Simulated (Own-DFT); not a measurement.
# PBE against PBEsol on the same cells

All numbers below are calculated, not measured. The program, named Own-DFT, is a retired in-house plane-wave density functional code that no person has reviewed. Each row is one single-point run on a periodic cell that was not relaxed, without spin or spin-orbit coupling.

Known limits, some of them of some rows only: not probed for a lower state with spin; hafnium file: forces about 75 meV/angstrom off all-electron values; oxygen file: force components 24 meV/angstrom off all-electron in a glass; forces not confirmed at this smearing and k mesh; forces on such cells passed a denser k mesh, each cell not checked; stress not checked against mesh or cutoff.

Each cell was run twice at the same cutoff, k mesh and smearing, with PBE and with PBEsol, on PseudoDojo norm-conserving files made for PBE. Atoms were moved at random from their sites; u is the rms move along one axis. Files made for PBEsol would give a somewhat different change.

| cell | atoms | volume (Å³/atom) | u (Å) | cutoff (hartree) | P with PBE (GPa) | P with PBEsol (GPa) | change (GPa) |
|---|---|---|---|---|---|---|---|
| diamond-structure SiGe in clusters (Ge48Si16) | 64 | 21.97 | 0.058 | 42 | 3.94 | 1.21 | -2.72 |
| diamond-structure SiGe in clusters (Ge48Si16) | 64 | 21.97 | 0.063 | 42 | 3.93 | 1.21 | -2.72 |
| diamond-structure SiGe in clusters (Ge48Si16) | 64 | 21.97 | 0.031 | 42 | 3.32 | 0.61 | -2.71 |
| diamond-structure SiGe in ordered layers (Ge16Si48) | 64 | 20.66 | 0.030 | 42 | 2.50 | 0.71 | -1.79 |
| diamond-structure SiGe in ordered layers (Ge16Si48) | 64 | 20.66 | 0.029 | 42 | 2.50 | 0.71 | -1.79 |
| diamond-structure SiGe in ordered layers (Ge16Si48) | 64 | 20.66 | 0.031 | 42 | 2.51 | 0.72 | -1.79 |
| monoclinic HfO2 (Hf32O64) | 96 | 11.52 | 0.052 | 72 | 6.17 | -0.30 | -6.47 |
| monoclinic HfO2 (Hf32O64) | 96 | 11.52 | 0.021 | 72 | 3.74 | -2.72 | -6.46 |
| monoclinic HfO2 (Hf32O64) | 96 | 11.52 | 0.080 | 72 | 9.43 | 2.94 | -6.48 |
| zincblende AlGaAs with randomly placed atoms (Al8As32Ga24) | 64 | 22.96 | 0.050 | 42 | 2.48 | -0.23 | -2.71 |
| zincblende AlGaAs with randomly placed atoms (Al8As32Ga24) | 64 | 23.05 | 0.052 | 42 | 2.35 | -0.35 | -2.69 |
| zincblende AlGaAs with randomly placed atoms (Al8As32Ga24) | 64 | 22.58 | 0.049 | 42 | 3.90 | ? | ? |

## Worked reading

Mean change of pressure by composition, in GPa: HfO2, -6.47; Ge3Si, -2.72; AlAs4Ga3, -2.70; GeSi3, -1.79. At a fixed cell PBEsol gives the lower pressure, because it favours a smaller volume than PBE. Here the change varies more between materials than between cells of one material.

## Withheld value

Question: what PBEsol pressure should the Al8As32Ga24 cell with the blank give?

Adding the mean change of the cells with its composition, -2.70 GPa, to 3.90 gives 1.2 GPa. The calculation gave 1.11 GPa.
